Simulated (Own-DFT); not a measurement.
# Same atoms, different arrangement: C36Si36, 72 atoms

Calculated, not measured: single-point runs of Own-DFT, a retired in-house plane-wave DFT program that no person has reviewed, on unrelaxed cells, without spin or spin-orbit coupling.

All runs used: PBE; PseudoDojo norm-conserving scalar-relativistic files; cutoff 42 hartree; 4 x 4 x 3 k mesh centred on Gamma; Fermi-Dirac smearing of 0.1 eV.

Caveats: forces on such cells passed a denser k mesh, each cell not checked; stress not checked against mesh or cutoff.

All cells hold the same atoms in the same cell, with vectors in Å (9.248, 0.000, 0.000); (-4.624, 8.009, 0.000); (0.000, 0.000, 10.068). Every atom was moved at random from its ideal site; u is the rms move along one axis. E is the free energy of the whole cell, counted from the lowest run. The arrangements:

- A: 2H SiC
- B: 4H SiC

| arrangement | u (Å) | E (eV) | P (GPa) |
|---|---|---|---|
| A | 0.0282 | 0.138 | 3.78 |
| A | 0.0296 | 0.259 | 3.85 |
| A | 0.0309 | 0.518 | 3.98 |
| A | 0.0573 | 7.000 | 6.11 |
| A | 0.0593 | 6.465 | 5.95 |
| A | 0.0646 | 9.525 | 7.13 |
| B | 0.0297 | 0.000 | 3.76 |
| B | 0.0302 | 0.073 | 3.76 |
| B | 0.0325 | 0.553 | 3.89 |
| B | 0.0607 | 7.421 | 6.29 |
| B | 0.0618 | 7.138 | 6.06 |
| B | 0.0625 | 7.523 | 5.84 |

The question: what order do the arrangements take when the shaking is discounted?

## Working it out

Fit E = a + b u², with one b for all and one a for each arrangement, and with residuals divided by u², since the noise grows with the moves. Then b = 2578 eV/Å², the scatter at u = 0.04 Å is 0.19 eV, and against A:

- B: -0.32 ± 0.08 eV (lower)

The cells share one lattice and weren't relaxed, which can shift such small differences either way.
